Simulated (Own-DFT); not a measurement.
# PBE and PBEsol under strain: C11b WSi2, 30 atoms (Si20W10)

Source: density functional calculations with Own-DFT, an unreviewed in-house program that is no longer used. Nothing was measured or relaxed, and spin and spin-orbit coupling are left out.

Caveats: forces on such cells failed a check on a denser k mesh; stress not checked against mesh or cutoff.

Each geometry was run with PBE and with PBEsol, otherwise alike: PseudoDojo norm-conserving scalar-relativistic files made for PBE; cutoff 50 hartree; 5 x 5 x 5 k mesh centred on Gamma; cold (Marzari-Vanderbilt) smearing of 0.2 eV. Unstrained cell vectors in Å: (-2.149, -5.953, 3.409); (-6.444, 2.976, 1.136); (-2.553, -2.948, -6.757). Each has a uniform strain, of which the change of volume is shown, and random moves of rms u per axis.

| run | volume change (%) | u (Å) | P with PBE (GPa) | P with PBEsol (GPa) |
|---|---|---|---|---|
| 1 | 1.22 | 0.0507 | 3.25 | -0.80 |
| 2 | 2.72 | 0.0522 | 1.09 | -2.86 |
| 3 | 1.52 | 0.0478 | 2.33 | -1.69 |
| 4 | 0.63 | 0.0482 | 4.55 | 0.48 |
| 5 | 1.54 | 0.0495 | 3.82 | -0.18 |
| 6 | 1.18 | 0.0541 | 4.05 | 0.02 |
| 7 | -2.86 | 0.0447 | 13.57 | 9.30 |
| 8 | -0.07 | 0.0491 | 6.43 | 2.32 |
| 9 | -1.09 | 0.0439 | 8.26 | 4.11 |
| 10 | -0.62 | 0.0449 | 8.00 | 3.87 |
| 11 | -0.80 | 0.0420 | 8.81 | ? |

Question: by how much does PBEsol shrink this cell, and what belongs in the blank?

## Worked answer

Write v for the change of volume as a fraction. Fitted to v and u², the PBE pressure has a slope of -239 ± 21 GPa in v, with the ions held to the strained lattice. The difference PBEsol less PBE is -4.10 + 5.6 v GPa (slope ± 0.2) and averages -4.08 GPa. Divided by the mean slope of the two, 236 GPa, that makes PBEsol's volume at a given pressure, near 3 GPa, about 1.7 % smaller, or 0.58 % in lengths. At one volume PBEsol's slope is the smaller by 6 GPa, but its pressure there is lower too. If stiffness rises by about 4 GPa for each GPa, PBEsol at equal pressure is stiffer by about 11 GPa. Files made for PBEsol would give a different shift.

For run 11 the line gives 4.66 GPa. The calculation gave 4.68 GPa.
